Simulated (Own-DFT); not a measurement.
# Point defects and the pressure they add: C11b WSi2

No measurement is shown. These are fixed-geometry runs of a retired plane-wave code named Own-DFT, which no person has reviewed; spin and spin-orbit coupling are neglected.

Settings: PBE; PseudoDojo norm-conserving scalar-relativistic files; cutoff 50 hartree; 5 x 5 x 5 k mesh centred on Gamma; cold (Marzari-Vanderbilt) smearing of 0.2 eV.

Known weak points: forces on such cells failed a check on a denser k mesh; stress not checked against mesh or cutoff.

All runs share one cell, with vectors in Å (-2.148, -5.953, 3.409); (-6.444, 2.976, 1.136); (-2.553, -2.948, -6.757) and a volume of 403.2 Å³. u is the rms random offset of the atoms per axis. The defect's site can differ from row to row.

| cell | formula | u (Å) | P (GPa) |
|---|---|---|---|
| no defect | Si20W10 | 0.0201 | 4.44 |
| no defect | Si20W10 | 0.0210 | 4.43 |
| no defect | Si20W10 | 0.0469 | 6.25 |
| one Si on a W site | Si21W9 | 0.0284 | 6.03 |
| one Si on a W site | Si21W9 | 0.0317 | 6.60 |
| one Si on a W site | Si21W9 | 0.0504 | 8.11 |
| one Si on a W site | Si21W9 | 0.0528 | ? |
| one W on a Si site | Si19W11 | 0.0278 | 9.68 |
| one W on a Si site | Si19W11 | 0.0302 | 9.86 |
| one W on a Si site | Si19W11 | 0.0525 | 10.75 |
| one Si vacancy | Si19W10 | 0.0318 | 3.61 |
| one Si vacancy | Si19W10 | 0.0530 | 4.24 |
| one Si vacancy | Si19W10 | 0.0533 | 4.61 |
| one W vacancy | Si20W9 | 0.0287 | 3.71 |
| one W vacancy | Si20W9 | 0.0308 | 3.64 |
| one W vacancy | Si20W9 | 0.0510 | 4.41 |

## What the rows give

P = P0 + c u² + a shift for each defect gives P0 = 4.34 GPa, c = 689 ± 105 GPa/Å² and a scatter of 0.34 GPa. The shifts, and each times the cell's volume:

- one W on a Si site: 4.74 ± 0.28 GPa, 11.9 eV
- one Si on a W site: 1.57 ± 0.28 GPa, 4.0 eV
- one W vacancy: -1.43 ± 0.28 GPa, -3.6 eV
- one Si vacancy: -1.72 ± 0.31 GPa, -4.3 eV

Positive is outwards. The product with the volume (160.2 GPa Å³ to the eV) is nearly free of the cell's size; divided by the bulk modulus at the cell's pressure it gives the volume that the defect adds. The atoms around the defects weren't relaxed, which would change these numbers.

## Withheld run

Asked: what pressure belongs in the blank (one Si on a W site, u = 0.0528 Å)?

The fitted form gives 7.83 ± 0.42 GPa. The calculation gave 7.02 GPa.
